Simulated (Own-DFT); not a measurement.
# How strain changes the stress of C40 NbSi2, 36 atoms (Nb12Si24)

These are calculations, not measurements. They come from Own-DFT, an in-house plane-wave density functional program, since retired, whose code no person has reviewed. Each row is one single-point run on a periodic cell that was not relaxed, without spin or spin-orbit coupling.

Settings of every run: PBE; PseudoDojo norm-conserving scalar-relativistic files; cutoff 42 hartree; 4 x 4 x 5 k mesh centred on Gamma; cold (Marzari-Vanderbilt) smearing of 0.2 eV.

Known limits: forces on such cells failed a check on a denser k mesh; stress not checked against mesh or cutoff.

Unstrained cell vectors in Å: (0.000, 8.324, 0.000); (-9.613, 0.000, 0.000); (0.000, 0.000, 6.586). The unstrained cell was taken from the Materials Project. The random moves and any unrelaxed bonds add to the pressure at no strain. Each run strains this cell uniformly, with the atoms carried along. Every atom was also moved at random, by a Gaussian of width 0.05 Å on each axis. Strain is the symmetric tensor, in per cent. Stress is positive in tension, and the pressure is minus a third of its trace.

```
run,e_xx (%),e_yy (%),e_zz (%),e_yz (%),e_xz (%),e_xy (%),s_xx (GPa),s_yy (GPa),s_zz (GPa),s_yz (GPa),s_xz (GPa),s_xy (GPa),P (GPa),E (meV/atom)
1,1.39,0.89,-0.09,0.54,0.25,-1.43,2.78,1.53,-2.63,1.25,1.28,-3.62,-0.56,9.6
2,0.43,-0.53,-0.85,-0.44,0.96,0.35,-0.47,-5.25,-8.07,-0.70,3.46,1.08,4.60,2.6
3,-1.36,-0.11,-1.71,1.57,1.54,-1.33,-9.65,-5.88,-14.14,4.35,4.87,-3.45,9.89,43.6
4,1.41,0.05,-0.33,-0.63,-1.34,0.58,2.45,-1.49,-4.29,-2.03,-3.67,2.17,1.11,6.5
5,-1.73,1.18,0.79,0.06,-0.34,-1.08,-7.47,1.13,-1.14,-0.37,-0.67,-3.13,2.49,11.7
6,0.73,1.88,0.01,0.07,0.62,1.81,0.54,4.67,-1.01,0.21,1.56,5.14,-1.40,3.5
7,-0.75,0.19,-0.31,-0.37,1.99,-0.14,-5.95,-1.95,-5.48,-1.66,6.58,-0.15,4.46,8.7
8,0.66,0.78,0.54,0.38,-1.34,1.72,0.31,1.51,-0.31,1.70,-4.45,5.52,-0.51,4.5
9,1.40,-1.60,-0.39,-0.67,0.82,-0.59,1.52,-7.37,-5.46,-1.97,2.69,-1.38,3.77,0.0
10,-0.17,1.72,1.94,0.48,1.90,-1.68,-1.29,4.80,5.11,1.93,5.12,-4.64,-2.87,25.8
11,0.93,1.35,0.84,-0.21,-0.87,-1.51,2.29,3.12,2.09,-0.44,-2.71,-3.65,-2.50,4.8
12,0.68,0.91,0.22,1.67,0.07,0.70,0.95,0.92,-1.97,5.45,0.12,1.57,0.03,8.0
13,1.90,-1.00,-1.28,1.39,-0.50,-1.13,3.13,-5.74,-9.09,3.71,-1.69,-3.13,3.90,9.4
14,-0.95,0.89,0.65,1.09,-0.61,0.53,-4.63,0.30,-0.48,3.54,-1.43,1.07,1.60,4.4
15,-0.66,-1.03,0.86,-1.87,-0.10,0.41,-4.31,-6.62,-1.22,-5.78,-0.04,1.10,4.05,9.3
16,1.19,-0.79,1.66,0.66,-1.53,-0.30,?,?,?,?,?,?,?,?
```

E is the free energy for each atom above the lowest run shown.

## Worked fit

Each stress component was fitted by least squares to a constant and the strains of the runs shown, as fractions, with shears doubled. Shear strains stay in the fit of a normal stress only where such slopes are resolved. The slopes, in GPa:

| stress | at no strain | per e_xx | per e_yy | per e_zz | scatter |
|---|---|---|---|---|---|
| s_xx | -2.4 | 369 ± 14 | 24 ± 17 | 93 ± 19 | 0.56 |
| s_yy | -2.7 | 77 ± 10 | 359 ± 13 | 78 ± 15 | 0.42 |
| s_zz | -4.0 | 97 ± 14 | 76 ± 18 | 467 ± 20 | 0.58 |

Each shear stress against twice its own strain: yz 158 ± 7, xz 148 ± 5, xy 136 ± 4 GPa. These are stiffnesses along x, y and z of the frame in which the cell vectors are given, which need not be the crystal's axes. The atoms are held to the strained lattice; where symmetry lets them move under strain, relaxing them would lower some slopes. The table should be nearly symmetric about its diagonal, and what it lacks of that shows the noise. A ninth of its sum, 182 ± 6 GPa, estimates the bulk modulus near the mean pressure of these runs, 1.9 GPa, so it lies above the value at zero pressure.

## Withheld run

Question: what normal stresses and pressure should run 16 give?

The fit gives s_xx = 3.3, s_yy = -3.3, s_zz = 4.3 and P = -1.4 GPa. The calculation gave 2.15, -3.41, 3.37 and P = -0.71 GPa.
